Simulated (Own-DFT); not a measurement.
# Strain and stress in wurtzite GaN, 72 atoms (Ga36N36)

All numbers below are calculated, not measured. The program, named Own-DFT, is a retired in-house plane-wave density functional code that no person has reviewed. Each row is one single-point run on a periodic cell that was not relaxed, without spin or spin-orbit coupling.

Settings of every run: PBE; PseudoDojo norm-conserving scalar-relativistic files (stringent for Ga); cutoff 96 hartree; 4 x 4 x 3 k mesh centred on Gamma; Gaussian smearing of 0.01 eV.

Known limits: forces not confirmed at this smearing and k mesh; stress not checked against mesh or cutoff.

Unstrained cell vectors in Å: (9.567, 0.000, 0.000); (-4.784, 8.285, 0.000); (0.000, 0.000, 10.370). The unstrained cell has measured lattice constants (interpolated for alloys), not those of this functional. That, the random moves and any unrelaxed bonds set the pressure at no strain. Each run strains this cell uniformly, with the atoms carried along. Every atom was also moved at random, by a Gaussian of width 0.05 Å on each axis. Strain is the symmetric tensor, in per cent. Stress is positive in tension, and the pressure is minus a third of its trace.

```
run  e_xx (%)  e_yy (%)  e_zz (%)  e_yz (%)  e_xz (%)  e_xy (%)  s_xx (GPa)  s_yy (GPa)  s_zz (GPa)  s_yz (GPa)  s_xz (GPa)  s_xy (GPa)  P (GPa)  E (meV/atom)
  1      0.18     -0.51     -1.80      0.60     -1.83      0.69       -8.14       -9.22      -16.86        1.08       -3.68        1.30    11.41          20.2
  2     -0.56     -1.11     -0.53      0.66      1.21      0.82       -9.52      -14.99      -11.14        1.33        2.15        3.22    11.89          24.9
  3      0.25     -0.22     -1.57      0.00      0.24     -0.82       -6.84       -7.45      -16.05        0.33        0.78       -3.41    10.11           7.9
  4     -1.45      1.66      1.36     -0.24      1.16      0.57      -10.84       -0.11       -1.62       -0.84        1.99        1.06     4.19           0.0
  5     -1.00     -0.35      0.62      1.39      0.02     -0.06      -11.78       -8.36       -5.38        2.64       -0.19       -0.49     8.51           6.0
  6      0.25      0.08      1.40     -0.33     -1.43     -1.41       -4.05       -5.95       -1.01        0.04       -2.18       -3.69     3.67           0.1
  7      1.91     -1.45     -1.14      1.97     -1.27     -1.29       -3.70       -9.41      -14.35        4.26       -3.01       -4.33     9.15          35.9
  8      1.09      1.49      0.19     -1.51     -1.30      1.93       -3.12       -0.09       -5.03       -3.04       -2.94        5.86     2.75          21.0
  9     -0.50     -0.90      0.73      1.89      1.37     -1.47       -9.68      -10.93       -6.07        3.23        4.00       -3.45     8.89          30.8
 10      0.10     -1.62      0.96     -0.48      1.01     -1.38       -7.97      -12.25       -3.88       -1.17        2.07       -2.83     8.04           4.0
 11     -0.86      0.63      0.00      0.27     -0.49     -1.63      -12.03       -4.78       -8.22        0.73       -0.98       -5.94     8.34          27.6
 12      1.68     -1.81      1.04     -0.24     -0.43      1.34       -3.13      -11.35       -1.81       -1.69       -0.53        4.97     5.43           9.4
 13      1.30      1.97     -1.16      0.59      1.17      0.73       -0.28        2.76      -12.53        0.79        3.26        2.47     3.35           2.9
 14     -0.93      0.57     -1.01     -0.09     -0.78     -1.17       -9.64       -7.11      -11.97        0.41       -0.85       -2.99     9.57           9.0
 15      1.63     -1.86      0.19      1.37      0.49     -1.55       -1.08      -11.03       -9.26        2.43        1.49       -4.44     7.12          11.5
 16     -1.50      0.40     -0.79      0.14      0.93     -1.51      -13.91       -6.63      -13.79        0.81        1.82       -4.47    11.44          31.9
 17     -1.15     -0.82      0.98      1.66     -0.23      1.28           ?           ?           ?           ?           ?           ?        ?             ?
```

E is the free energy for each atom above the lowest run shown.

## Worked fit

Each stress component was fitted by least squares to a constant and the strains of the runs shown, as fractions, with shears doubled. Shear strains stay in the fit of a normal stress only where such slopes are resolved. The slopes, in GPa:

```
stress,at no strain,per e_xx,per e_yy,per e_zz,scatter
s_xx,-7.4,377 ± 32,84 ± 29,46 ± 32,1.30
s_yy,-6.6,143 ± 28,409 ± 26,52 ± 28,1.15
s_zz,-8.1,48 ± 23,60 ± 21,500 ± 24,0.96
```

Each shear stress against twice its own strain: yz 94 ± 6, xz 106 ± 7, xy 150 ± 9 GPa. These are stiffnesses along x, y and z of the frame in which the cell vectors are given, which need not be the crystal's axes. The atoms are held to the strained lattice; where symmetry lets them move under strain, relaxing them would lower some slopes. The table should be nearly symmetric about its diagonal, and what it lacks of that shows the noise. A ninth of its sum, 191 ± 6 GPa, estimates the bulk modulus near the mean pressure of these runs, 7.7 GPa, so it lies above the value at zero pressure.

## Withheld run

Question: what normal stresses and pressure should run 17 give?

The fit gives s_xx = -12.0, s_yy = -11.1, s_zz = -4.3 and P = 9.1 GPa. The calculation gave -11.13, -11.87, -5.89 and P = 9.63 GPa.
